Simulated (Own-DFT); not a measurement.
# Response to strain: beta-Si3N4, 112 atoms (N64Si48)

All numbers below are calculated, not measured. They come from Own-DFT, an in-house plane-wave density functional program, since retired, whose code no person has reviewed. Each row is one single-point run on a periodic cell that was not relaxed, without spin or spin-orbit coupling.

Settings of every run: PBE; PseudoDojo norm-conserving scalar-relativistic files; cutoff 42 hartree; 2 x 2 x 4 k mesh centred on Gamma; Fermi-Dirac smearing of 0.1 eV.

Known limits: forces on such cells moved up to 12 meV/angstrom on a denser k mesh; stress not checked against mesh or cutoff.

Unstrained cell vectors in Å: (15.212, 0.000, 0.000); (-7.606, 13.174, 0.000); (0.000, 0.000, 5.818). The unstrained cell has measured lattice constants (interpolated for alloys), not those of this functional. That, the random moves and any unrelaxed bonds set the pressure at no strain. Each run strains this cell uniformly, with the atoms carried along. Every atom was also moved at random, by a Gaussian of width 0.05 Å on each axis. Strain is the symmetric tensor, in per cent. Stress is positive in tension, and the pressure is minus a third of its trace.

```
run,e_xx (%),e_yy (%),e_zz (%),e_yz (%),e_xz (%),e_xy (%),s_xx (GPa),s_yy (GPa),s_zz (GPa),s_yz (GPa),s_xz (GPa),s_xy (GPa),P (GPa),E (meV/atom)
1,0.36,-1.98,-1.84,-1.03,0.37,-1.54,-11.34,-18.32,-26.13,-1.42,0.37,-8.24,18.60,53.2
2,0.67,1.74,-1.58,1.20,1.01,1.22,-1.38,0.44,-18.68,4.43,3.81,4.47,6.54,12.0
3,-0.21,-1.70,1.28,0.96,1.77,-0.61,-8.47,-18.46,-3.15,4.80,7.01,-4.30,10.03,20.9
4,1.38,0.69,1.26,0.05,-0.29,1.42,1.19,0.45,-2.12,-0.29,-1.74,5.63,0.16,21.3
5,1.65,-1.26,1.23,-0.91,-1.67,-0.85,2.20,-12.75,-1.00,-1.64,-4.01,-3.70,3.85,2.2
6,-1.24,1.43,-0.73,1.27,-0.41,0.25,-14.52,-0.74,-15.77,3.77,-1.87,1.72,10.34,23.3
7,1.90,-1.67,1.65,1.54,-1.90,-0.97,0.56,-11.73,0.03,4.89,-5.57,-5.54,3.71,11.8
8,0.27,-1.92,-1.96,-0.59,0.10,-1.44,-12.63,-20.98,-24.04,0.36,-1.20,-7.36,19.22,66.9
9,-0.72,-1.58,-0.15,0.96,0.15,0.18,-15.09,-17.72,-12.88,5.18,0.31,-1.39,15.23,39.5
10,0.59,0.98,-0.73,1.59,0.56,0.84,-3.04,-1.88,-13.32,5.58,1.09,3.29,6.08,0.0
11,-1.19,1.22,-0.31,0.66,-0.68,0.78,-10.61,-5.81,-10.97,0.53,-2.99,0.60,9.13,18.9
12,1.63,0.68,-1.50,-0.03,-0.30,1.47,0.16,-1.56,-20.35,0.46,-0.88,5.70,7.25,29.7
13,-0.38,1.16,-0.37,0.46,0.94,-1.31,-9.09,-2.09,-12.63,1.71,4.41,-4.33,7.94,33.3
14,-0.84,1.19,-1.73,-1.38,-0.64,0.75,-14.21,-3.13,-19.45,-3.17,-2.04,4.67,12.26,12.1
15,-1.26,0.75,-1.41,-1.71,0.65,0.75,?,?,?,?,?,?,?,?
```

E is the free energy for each atom above the lowest run shown.

## Worked fit

Each stress component was fitted by least squares to a constant and the strains of the runs shown, as fractions, with shears doubled. Shear strains stay in the fit of a normal stress only where such slopes are resolved. The slopes, in GPa:

| stress | at no strain | per e_xx | per e_yy | per e_zz | scatter |
|---|---|---|---|---|---|
| s_xx | -7.7 | 546 ± 41 | 169 ± 30 | 134 ± 35 | 1.50 |
| s_yy | -8.0 | 191 ± 43 | 568 ± 31 | 61 ± 36 | 1.54 |
| s_zz | -10.3 | 25 ± 36 | 84 ± 26 | 675 ± 30 | 1.30 |

Each shear stress against twice its own strain: yz 147 ± 12, xz 176 ± 15, xy 181 ± 20 GPa. These are stiffnesses along x, y and z of the frame in which the cell vectors are given, which need not be the crystal's axes. The atoms are held to the strained lattice; where symmetry lets them move under strain, relaxing them would lower some slopes. The table should be nearly symmetric about its diagonal, and what it lacks of that shows the noise. A ninth of its sum, 272 ± 6 GPa, estimates the bulk modulus near the mean pressure of these runs, 9.3 GPa, so it lies above the value at zero pressure.

## Withheld run

Question: what normal stresses and pressure should run 15 give?

The fit gives s_xx = -15.2, s_yy = -7.1, s_zz = -19.5 and P = 13.9 GPa. The calculation gave -15.50, -5.38, -21.00 and P = 13.96 GPa.
